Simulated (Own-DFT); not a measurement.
# Response to strain: 4H SiC, 72 atoms (C36Si36)

Source: density functional calculations with Own-DFT, an unreviewed in-house program that is no longer used. Nothing was measured or relaxed, and spin and spin-orbit coupling are left out.

All runs used: PBE; PseudoDojo norm-conserving scalar-relativistic files; cutoff 42 hartree; 4 x 4 x 3 k mesh centred on Gamma; Fermi-Dirac smearing of 0.1 eV.

Known weak points: forces on such cells passed a denser k mesh, each cell not checked; stress not checked against mesh or cutoff.

Unstrained cell vectors in Å: (9.248, 0.000, 0.000); (-4.624, 8.009, 0.000); (0.000, 0.000, 10.068). The unstrained cell has measured lattice constants (interpolated for alloys), not those of this functional. That, the random moves and any unrelaxed bonds set the pressure at no strain. A uniform strain is put on this cell, atoms riding along. Random moves of width 0.05 Å per axis were added to every atom. Strains are tensor components in per cent; tension counts as positive stress, and P is minus the mean normal stress.

```
run,e_xx (%),e_yy (%),e_zz (%),e_yz (%),e_xz (%),e_xy (%),s_xx (GPa),s_yy (GPa),s_zz (GPa),s_yz (GPa),s_xz (GPa),s_xy (GPa),P (GPa),E (meV/atom)
1,-1.08,0.06,-1.13,-0.03,-1.87,0.14,-11.36,-6.23,-14.56,0.49,-7.34,3.27,10.72,18.4
2,0.74,-1.61,1.82,0.75,1.05,-1.96,-0.43,-15.33,3.99,1.60,2.72,-8.85,3.92,15.8
3,1.45,-1.55,-1.36,0.84,-0.25,-1.33,-0.89,-13.34,-15.09,2.25,-1.73,-6.33,9.77,41.0
4,0.58,-0.71,-0.38,-1.52,-0.79,1.21,-3.41,-5.64,-12.39,-4.85,-2.00,6.01,7.15,27.0
5,0.71,1.29,0.52,-0.03,1.76,0.89,0.23,1.33,-0.90,-0.58,5.60,4.02,-0.22,1.5
6,-1.63,0.08,1.05,0.71,1.12,0.48,-13.62,-4.49,-1.86,1.46,4.65,3.57,6.66,6.4
7,0.30,-1.02,-1.27,-1.43,1.41,-1.30,-5.86,-11.87,-14.52,-3.97,5.79,-8.13,10.75,28.6
8,-0.71,0.19,-0.57,-1.43,0.57,1.32,-10.58,-4.62,-11.01,-3.90,1.29,7.97,8.74,27.7
9,-0.29,-1.23,0.41,-0.74,-1.80,-0.12,-9.25,-11.27,-4.24,-3.34,-6.74,0.24,8.25,15.9
10,1.39,-1.38,-0.40,1.45,0.22,1.39,0.97,-11.87,-7.53,4.07,1.35,6.46,6.14,4.1
11,-0.37,-1.39,-1.67,1.10,0.50,0.83,-9.01,-12.23,-19.10,4.05,1.92,3.86,13.44,15.0
12,-1.30,0.05,0.08,1.13,-1.78,0.31,-12.04,-6.42,-6.94,4.38,-6.76,0.87,8.47,20.0
13,-1.14,0.51,-1.31,-1.36,-0.40,-0.90,-13.49,-3.39,-12.81,-4.38,-1.51,-4.41,9.90,18.2
14,-1.03,-0.28,-0.39,-1.98,0.90,1.61,-9.66,-10.48,-9.90,-7.58,3.91,7.61,10.01,35.0
15,-1.05,-1.12,-0.55,-1.44,-0.17,0.05,-11.44,-11.81,-10.57,-5.31,-1.92,-0.99,11.27,0.0
16,0.54,-1.19,-1.62,-1.93,1.23,1.19,-3.37,-11.95,-18.52,-7.08,4.84,6.72,11.28,24.2
17,0.26,-1.22,1.45,0.21,-0.51,-1.59,?,?,?,?,?,?,?,?
```

E is the free energy for each atom above the lowest run shown.

## Working it out

Each stress component was fitted by least squares to a constant and the strains of the runs shown, as fractions, with shears doubled. Shear strains stay in the fit of a normal stress only where such slopes are resolved. The slopes, in GPa:

```
stress,at no strain,per e_xx,per e_yy,per e_zz,scatter
s_xx,-5.4,528 ± 32,59 ± 37,79 ± 29,1.10
s_yy,-5.6,55 ± 45,529 ± 52,-2 ± 40,1.54
s_zz,-6.4,71 ± 42,98 ± 49,623 ± 38,1.44
```

The slope of each shear stress on twice its own strain, from a fit on all six strains: yz 169 ± 8, xz 186 ± 10, xy 251 ± 16 GPa. These are stiffnesses along x, y and z of the frame in which the cell vectors are given, with the crystal's c axis along z: C11, C12, C13 and C33. Hexagonal symmetry asks that xx and yy behave alike, which is a second check on the noise. The atoms are held to the strained lattice; where symmetry lets them move under strain, relaxing them would lower some slopes. Slopes across the diagonal should nearly agree, so their difference gauges the noise. A ninth of the table's sum, 227 ± 7 GPa, estimates the bulk modulus near the mean pressure of these runs, 8.5 GPa, so it lies above the value at zero pressure.

## Withheld run

The question: what normal stresses and pressure should run 17 give?

From the fit: s_xx = -3.6, s_yy = -11.9, s_zz = 1.6 and P = 4.6 GPa. The calculation gave -2.36, -11.92, 0.88 and P = 4.47 GPa.
